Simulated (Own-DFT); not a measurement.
## Calculated data, Si$_{4}$SnGe$_{11}$ (diamond-structure random alloy, strained, atoms displaced)

Computed with Own-DFT development build. A calculation, not a measurement: plane-wave density functional theory by an unreviewed code, no spin, of a simulated periodic cell, stress positive in tension, run twice, with PBE and with PBEsol, both on files made for PBE, so the change isn't that of files made for PBEsol, forces on such cells moved up to 12 meV/angstrom on a denser k mesh; the far tail of each file's local potential was reset to the Coulomb form; each entry is a single point on an unrelaxed cell, so the pressure reflects the starting lattice, mostly measured values (interpolated for alloys), from which strain is counted, and rises with the displacements; printed positions are rounded, which can move forces by about a meV/angstrom; the program, named Own-DFT, is a retired in-house code; no spin-orbit coupling; stress was not checked against mesh or cutoff.

## Si$_{4}$SnGe$_{11}$ (diamond-structure random alloy, strained, atoms displaced)

```xyz
64
Lattice="10.9954 0.0000 0.0000 0.0000 10.9954 0.0000 0.0000 0.0000 11.3064" Properties=species:S:1:pos:R:3 Si4SnGe11
Si     0.0579     0.0366    11.2619
Ge    10.9890     2.7533     2.7925
Si     2.7036     0.0627     2.8101
Ge     2.7026     2.7636     0.0594
Ge     1.3732     1.3971     1.4170
Si     1.3879     4.0051     4.1681
Ge     4.2006     1.2896     4.2760
Si     4.0927     4.1597     1.4071
Si     0.0284     0.0641     5.5462
Si     0.0837     2.6764     8.4719
Ge     2.7517     0.0425     8.3970
Ge     2.6664     2.6974     5.6786
Ge     1.3888     1.3599     7.0874
Ge     1.3773     4.0529     9.8895
Sn     4.0661     1.3718     9.8230
Ge     4.1831     4.1177     7.1029
Ge    10.9309     5.5138    11.3028
Ge     0.0076     8.1888     2.7818
Si     2.7754     5.5635     2.8470
Ge     2.7792     8.2120     0.0461
Ge     1.3896     6.9795     1.3658
Ge     1.3958     9.6211     4.2976
Ge     4.1308     6.8727     4.2318
Ge     4.1242     9.7252     1.3799
Ge     0.0063     5.5763     5.6989
Sn     0.0317     8.2435     8.5039
Ge     2.7757     5.4860     8.5767
Ge     2.7708     8.3335     5.6635
Ge     1.3610     6.8587     7.0847
Ge     1.3064     9.5656     9.9094
Si     4.1210     6.9025     9.8074
Ge     4.1224     9.6602     7.0805
Ge     5.5319    10.9392    11.2741
Si     5.4927     2.7237     2.7959
Ge     8.2941    10.9805     2.7279
Sn     8.3431     2.7451     0.0408
Ge     6.8825     1.2645     1.3703
Si     6.8772     4.1059     4.3734
Sn     9.6103     1.3709     4.2946
Ge     9.6010     4.1388     1.3661
Ge     5.5785     0.0286     5.5272
Ge     5.4544     2.8631     8.5701
Ge     8.1757    10.9194     8.4961
Si     8.2970     2.6910     5.6265
Si     6.9313     1.4240     7.0782
Ge     6.9120     4.1272     9.9257
Ge     9.6898     1.2838     9.9324
Ge     9.6424     4.1034     7.2138
Ge     5.4603     5.5703    11.2591
Ge     5.4068     8.2070     2.8487
Ge     8.2570     5.5001     2.7680
Ge     8.2059     8.2196     0.0402
Ge     6.8984     6.9048     1.4046
Si     6.8881     9.6058     4.2455
Si     9.5730     7.0178     4.3209
Ge     9.6945     9.5490     1.5127
Ge     5.5555     5.5578     5.6532
Ge     5.4618     8.2968     8.4964
Ge     8.2516     5.5131     8.4483
Si     8.2121     8.2655     5.6671
Si     6.9434     6.8239     7.0924
Ge     6.9742     9.5816     9.8293
Ge     9.6294     6.8616     9.9231
Ge     9.5992     9.6339     7.0052
```

* functional: PBE, then PBEsol
* potential files: PseudoDojo norm-conserving, scalar-relativistic, standard set
* wave cutoff: 49 hartree
* occupations: Fermi-Dirac
* smearing width: 0.1 eV
* k mesh: 3 x 3 x 3 centred on Gamma
* PBE pressure: 9.49 GPa
* PBE stress xx: -10.24 GPa
* PBE stress yy: -10.21 GPa
* PBE stress zz: -8.02 GPa
* PBE stress yz: 0.25 GPa
* PBE stress xz: -0.7 GPa
* PBE stress xy: 0.47 GPa
* PBEsol pressure: 6.51 GPa
* PBEsol stress xx: -7.25 GPa
* PBEsol stress yy: -7.23 GPa
* PBEsol stress zz: -5.06 GPa
* PBEsol stress yz: 0.22 GPa
* PBEsol stress xz: -0.67 GPa
* PBEsol stress xy: 0.46 GPa
* rms change of force components from PBE to PBEsol: 0.056 eV/Å

Force:
```tsv
force element	PBE force x (eV/Å)	PBE force y (eV/Å)	PBE force z (eV/Å)	PBEsol force x (eV/Å)	PBEsol force y (eV/Å)	PBEsol force z (eV/Å)
Si	0.014	-1.188	1.312	0.012	-1.162	1.28
Ge	0.38	0.949	-0.695	0.336	0.881	-0.725
Si	0.539	-0.563	0.552	0.53	-0.547	0.546
Ge	0.283	0.893	0.668	0.221	0.833	0.603
Ge	-0.399	-0.645	-0.027	-0.394	-0.542	-0.033
Si	0.199	1.981	0.428	0.161	1.89	0.453
Ge	-1.721	1.658	-1.583	-1.658	1.586	-1.46
Si	0.402	0.178	0.535	0.396	0.169	0.438
Si	1.488	-2.09	2.819	1.476	-2.06	2.77
Si	-0.886	0.093	0.58	-0.866	0.096	0.571
Ge	-1.703	-2.399	-0.132	-1.648	-2.321	-0.148
Ge	1.457	0.673	-0.627	1.442	0.601	-0.559
Ge	-1.274	-0.34	-0.855	-1.144	-0.336	-0.837
Ge	-0.647	0.538	0.27	-0.58	0.552	0.303
Sn	0.585	0.184	1.883	0.567	0.186	1.829
Ge	-1.001	0.697	-0.992	-0.969	0.673	-0.932
Ge	1.339	-0.3	-0.006	1.28	-0.286	-0.013
Ge	0.298	0.023	2.205	0.309	0.062	2.079
Si	-0.743	-1.22	-0.366	-0.731	-1.108	-0.35
Ge	0.936	1.01	-1.495	0.856	1.01	-1.414
Ge	-0.091	-2.294	0.695	-0.121	-2.171	0.646
Ge	-0.374	0.56	-1.511	-0.344	0.475	-1.46
Ge	-0.718	-0.224	0.755	-0.648	-0.165	0.763
Ge	-0.597	-0.735	1.006	-0.543	-0.757	0.931
Ge	-0.534	-1.394	-1.314	-0.505	-1.34	-1.196
Sn	-1.721	-0.171	-1.28	-1.67	-0.171	-1.24
Ge	-0.166	-0.047	-1.081	-0.202	-0.089	-1.091
Ge	0.157	-1.345	0.428	0.15	-1.295	0.413
Ge	2.3	-0.786	-0.876	2.216	-0.768	-0.849
Ge	2.721	2.434	1.858	2.673	2.323	1.772
Si	-0.076	0.167	1.158	-0.072	0.164	1.137
Ge	0.882	0.432	-0.908	0.838	0.415	-0.874
Ge	0.689	-0.412	-0.453	0.675	-0.402	-0.425
Si	0.259	0.544	0.398	0.262	0.457	0.393
Ge	-1.197	-1.327	0.796	-1.138	-1.269	0.732
Sn	-1.51	-1.463	-1.229	-1.47	-1.421	-1.202
Ge	-1.23	0.593	1.097	-1.153	0.531	1.036
Si	0.25	-0.538	-1.689	0.224	-0.453	-1.656
Sn	-0.111	-0.048	-2.13	-0.101	-0.049	-2.208
Ge	2.181	1.827	2.551	2.122	1.781	2.474
Ge	0.988	-0.76	2.371	0.871	-0.711	2.291
Ge	2.326	-0.257	-1.754	2.227	-0.211	-1.683
Ge	1.42	1.822	-1.426	1.404	1.714	-1.336
Si	-2.034	2.57	2.837	-1.912	2.525	2.78
Si	-0.767	0.163	0.031	-0.795	0.112	0.082
Ge	-0.839	1.387	-0.675	-0.826	1.353	-0.664
Ge	0.515	-0.291	-2.016	0.433	-0.27	-1.958
Ge	0.44	-0.711	-1.614	0.415	-0.612	-1.558
Ge	-0.079	-0.398	0.269	0	-0.39	0.257
Ge	1.274	1.351	-0.524	1.21	1.277	-0.531
Ge	-0.106	0.146	2.007	-0.101	0.151	1.864
Ge	1.293	0.604	-0.366	1.251	0.573	-0.358
Ge	-1.341	-0.49	0.543	-1.292	-0.479	0.515
Si	0.332	-0.578	-0.857	0.278	-0.516	-0.89
Si	0.274	-1.396	-0.837	0.334	-1.414	-0.877
Ge	-0.238	1.136	-2.338	-0.256	1.076	-2.227
Ge	-0.136	-0.384	0.442	-0.207	-0.368	0.427
Ge	0.775	-0.925	-0.635	0.761	-0.822	-0.623
Ge	-0.157	-0.087	1.054	-0.101	-0.14	1.072
Si	-0.572	0.133	0.127	-0.536	0.184	0.189
Si	-0.737	1.383	-0.478	-0.761	1.307	-0.421
Ge	-1.498	-0.76	1.517	-1.456	-0.728	1.47
Ge	-1.656	-0.518	0.541	-1.604	-0.515	0.538
Ge	-0.134	0.953	-0.963	-0.128	0.929	-0.857
```
